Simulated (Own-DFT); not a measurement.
Simulation results for Si12O23 (quartz with two neutral oxygen vacancies, atoms displaced)

A calculation, not a measurement: plane-wave PBE and HSE06 DFT by an unreviewed code, no spin, of a simulated cell at Gamma alone, so results move with cell size and shape, stress positive in tension, energies less offsets, not probed for a lower state with spin; oxygen file: force components 24 meV/angstrom off all-electron in a glass; k mesh not checked against a denser one; forces and stress are PBE's, HSE06 gives the energy alone, and its difference from PBE has offsets of its own; offsets are fitted by least squares, one for each functional and potential file, so energies compare only between cells with the same atoms and settings and are not formation energies; the far tail of each file's local potential was reset to the Coulomb form; each entry is a single point on an unrelaxed cell, so the pressure reflects the starting lattice, mostly measured values (interpolated for alloys), from which strain is counted, and rises with the displacements; printed positions are rounded, which can move forces by about a meV/angstrom; the program, named Own-DFT, is a retired in-house code; no spin-orbit coupling. Program: Own-DFT development build.

```xyz
70
Lattice="9.8268 0.0000 0.0000 -4.9134 8.5103 0.0000 0.0000 0.0000 10.8104" Properties=species:S:1:pos:R:3:force_x:R:1:force_y:R:1:force_z:R:1 formula=Si12O23 first_functional=PBE second_functional=HSE06 exact_exchange_share=0.25 screening=0.11 exchange_divergence=Gygi-Baldereschi potential_files=PseudoDojo_norm-conserving,scalar-relativistic,made_for_PBE,standard_set wave_cutoff=48 occupations=fixed k_mesh=1_x_1_x_1_centred_on_Gamma PBE_energy_of_cell_above_offsets=-21.584 HSE06_less_PBE_above_offsets=-0.019 PBE_pressure=7.67 PBE_stress_xx=-7.21 PBE_stress_yy=-8.24 PBE_stress_zz=-7.55 PBE_stress_yz=1.87 PBE_stress_xz=0.03 PBE_stress_xy=0.23
Si     2.3372     0.0509     0.0026      0.282     -1.686     -0.183
Si     8.6297     2.0009     3.6005      2.039      0.951      0.907
Si     1.3271     2.2507     1.8237     -1.366      0.996     -0.662
O      1.3893     1.1591     0.6189       -0.4      0.328      0.523
O      2.7794     2.5309     2.4261      0.697     -0.066      0.873
O      3.2863     0.6437     4.2330     -1.271     -1.451      1.317
O     -1.0582     3.1152     4.8178     -2.202      -2.75     -2.064
O      0.2641     1.7307     2.9538       0.84      0.189     -0.297
O      0.8172     3.6390     1.1101      0.369     -0.549       0.72
Si    -2.6149     8.4664     5.4121     -1.066       4.45     -2.425
Si    -1.1633     2.0310     8.9958       0.86     -1.536       1.91
Si     1.2846     2.2508     7.2350      0.794     -0.706     -0.381
O      1.3707     1.1300     6.0839      0.276     -1.095     -1.077
O      2.7520     2.4514     7.8506      0.654      0.394     -0.206
O      3.2501     0.6432     9.6223      0.426       -0.7      0.302
O     -1.0717     3.1242    10.1885      -0.75     -0.774      -0.73
O      0.2877     1.7600     8.3581     -0.363     -0.604      1.173
O      0.7717     3.5945     6.6036     -0.928      2.103     -1.403
Si    -0.1449     4.2788    10.7797      1.741     -1.802      0.306
Si     6.1871     6.2407     3.6509     -0.029      0.435     -2.405
Si    -1.1832     6.4992     1.8268      2.825     -0.677     -0.343
O     -1.0650     5.3244     0.6520     -1.549      2.911      1.609
O      0.3346     6.7479     2.5325     -3.487       0.67      -2.87
O      0.7930     4.9216     4.2533     -1.658     -4.108      2.262
O     -3.5353     7.3563     4.7894     -1.032      -0.61     -0.538
O     -2.1864     5.9820     2.9403     -1.207      -0.27      1.125
O     -1.6392     7.8799     1.1804     -0.432      1.085     -0.763
Si    -0.2004     4.2239     5.4076      4.317      1.762       0.89
Si     6.2212     6.2279     9.0153     -0.584      0.957      0.043
Si    -1.1842     6.5439     7.1726      0.275     -1.914      0.506
O     -1.0537     5.4035     5.9985     -1.374      1.621      1.038
O      0.2779     6.6915     7.8472     -0.475      0.852     -0.634
O      0.8360     4.8402     9.6283     -0.225     -0.276       0.05
O     -3.4842     7.3805    10.1595     -0.023     -0.102      0.231
O     -2.1766     5.9655     8.3446      1.098       0.14      -0.76
O     -1.7111     7.8904     6.4916       2.54       -1.3      3.003
Si     2.3024     8.4791    10.8097     -2.584      0.328     -0.647
Si     3.7890     2.0247     3.6318     -2.027     -0.286     -1.251
Si     6.1639     2.2064     1.8006      3.384     -0.334     -3.101
O      7.6721     2.5047     2.4791     -2.288      0.749     -1.533
O      8.1697     0.6687     4.2727     -1.107     -2.409      1.533
O      3.8603     3.1456     4.7491     -0.962     -0.509      0.077
O      5.1589     1.7427     2.8971      0.155     -0.687      1.202
O      5.7677     3.6529     1.1262     -0.236     -0.242      0.345
Si     2.3281     8.4828     5.4528     -0.646      0.359     -2.019
Si     3.7957     2.0059     8.9894     -0.407       1.19      0.539
Si     6.2133     2.2376     7.1992      2.049      1.691     -0.433
O      6.2965     1.1303     6.0604     -0.282     -0.346     -0.434
O      7.7224     2.4817     7.8381     -2.326      0.795     -1.996
O      8.1285     0.5874     9.6174      0.519      1.089     -0.393
O      3.8305     3.1672    10.1267      0.172     -0.229      0.367
O      5.2675     1.7949     8.3638     -1.069     -0.774      1.262
O      5.7240     3.6495     6.5358      0.568     -0.835      0.953
Si     4.7656     4.3162     0.0264      0.171      -2.93     -0.938
Si     1.3072     6.2196     3.6347      1.341      2.316      0.186
Si     3.7717     6.5049     1.7621     -2.545     -0.789      1.529
O      3.8096     5.3781     0.6459     -0.965      0.488      0.104
O      5.1521     6.7427     2.4265       3.45     -0.058      2.265
O      5.6997     4.8828     4.3108      0.884      0.121     -1.367
O      1.3465     7.3589     4.8056      0.608      0.548      0.413
O      2.7266     6.0252     2.9491      1.679     -0.126     -0.717
O      3.2687     7.8482     1.1136      0.142      0.977     -0.011
Si     4.7739     4.2363     5.4010     -0.596      1.406      1.789
Si     1.2948     6.2435     9.0078      2.239      1.779      1.048
Si     3.7277     6.4846     7.1514      2.363      0.574      3.484
O      3.8424     5.4160     6.0485       0.35     -2.405     -2.523
O      5.2140     6.7446     7.8791      -1.11      0.193     -1.178
O      5.6402     4.8709     9.6374      1.002      0.278     -0.468
O      2.7831     5.9701     8.3203     -1.639      -0.39      1.097
O      3.2301     7.8578     6.5931      0.101      1.601      -0.23
```

Units: screening in 1/bohr; wave_cutoff in hartree; PBE_energy_of_cell_above_offsets, HSE06_less_PBE_above_offsets in eV; PBE_pressure, PBE_stress_xx, PBE_stress_yy, PBE_stress_zz, PBE_stress_yz, PBE_stress_xz, PBE_stress_xy in GPa; force_x, force_y, force_z in eV/Å.
